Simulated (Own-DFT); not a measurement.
# Response to strain: diamond-structure SiGeSn with randomly placed atoms, 64 atoms (Ge44Si16Sn4)

Calculated results; nothing here was measured. They come from Own-DFT, an in-house plane-wave density functional program, since retired, whose code no person has reviewed. Each row is one single-point run on a periodic cell that was not relaxed, without spin or spin-orbit coupling.

Settings of every run: PBE; PseudoDojo norm-conserving scalar-relativistic files; cutoff 49 hartree; 3 x 3 x 3 k mesh centred on Gamma; Fermi-Dirac smearing of 0.1 eV.

Known limits: forces on such cells moved up to 12 meV/angstrom on a denser k mesh; stress not checked against mesh or cutoff.

Unstrained cell vectors in Å: (11.306, 0.000, 0.000); (0.000, 11.306, 0.000); (0.000, 0.000, 11.306). The unstrained cell has measured lattice constants (interpolated for alloys), not those of this functional. That, the random moves and any unrelaxed bonds set the pressure at no strain. Each run strains this cell uniformly, with the atoms carried along. Every atom was also moved at random, by a Gaussian of width 0.05 Å on each axis. The random placing of the alloy's atoms differs from row to row. Strain is the symmetric tensor, in per cent. Stress is positive in tension, and the pressure is minus a third of its trace.

```
run  e_xx (%)  e_yy (%)  e_zz (%)  s_xx (GPa)  s_yy (GPa)  s_zz (GPa)  P (GPa)  E (meV/atom)
  1     -2.50     -2.50      0.00       -9.40       -9.45       -7.90     8.92          74.4
  2      0.75      0.75      0.00       -2.87       -3.07       -3.50     3.15          19.6
  3     -1.50     -1.50      0.00       -7.26       -7.29       -6.28     6.95          47.3
  4      2.00      2.00      0.00       -0.96       -0.87       -2.38     1.40           9.7
  5      2.75      2.75      0.00        0.13       -0.08       -1.77     0.57          21.4
  6     -2.00     -2.00      0.00       -8.26       -8.51       -6.79     7.85          57.7
  7     -0.75     -0.75      0.00       -5.95       -5.86       -5.10     5.64          37.9
  8      2.25      2.25      0.00       -0.45       -0.42       -1.76     0.87           0.0
  9     -0.50     -0.50      0.00           ?           ?           ?        ?             ?
```

E is the free energy for each atom above the lowest run shown.

## Worked fit

The change of volume is close to e_xx + e_yy + e_zz. A straight line through the runs shown gives P = 4.65 - 80 x (fractional change of volume) GPa, with an error of 2 on the slope and a scatter of 0.26 GPa. The strain isn't the same on all axes, but the crystal is cubic, so the slope still estimates the bulk modulus, averaged over pressures from 0.6 to 8.9 GPa.

## Withheld run

Question: what pressure should run 9 give? Its volume changes by -1.00 %.

The line gives 5.4 GPa. The calculation gave 5.32 GPa.
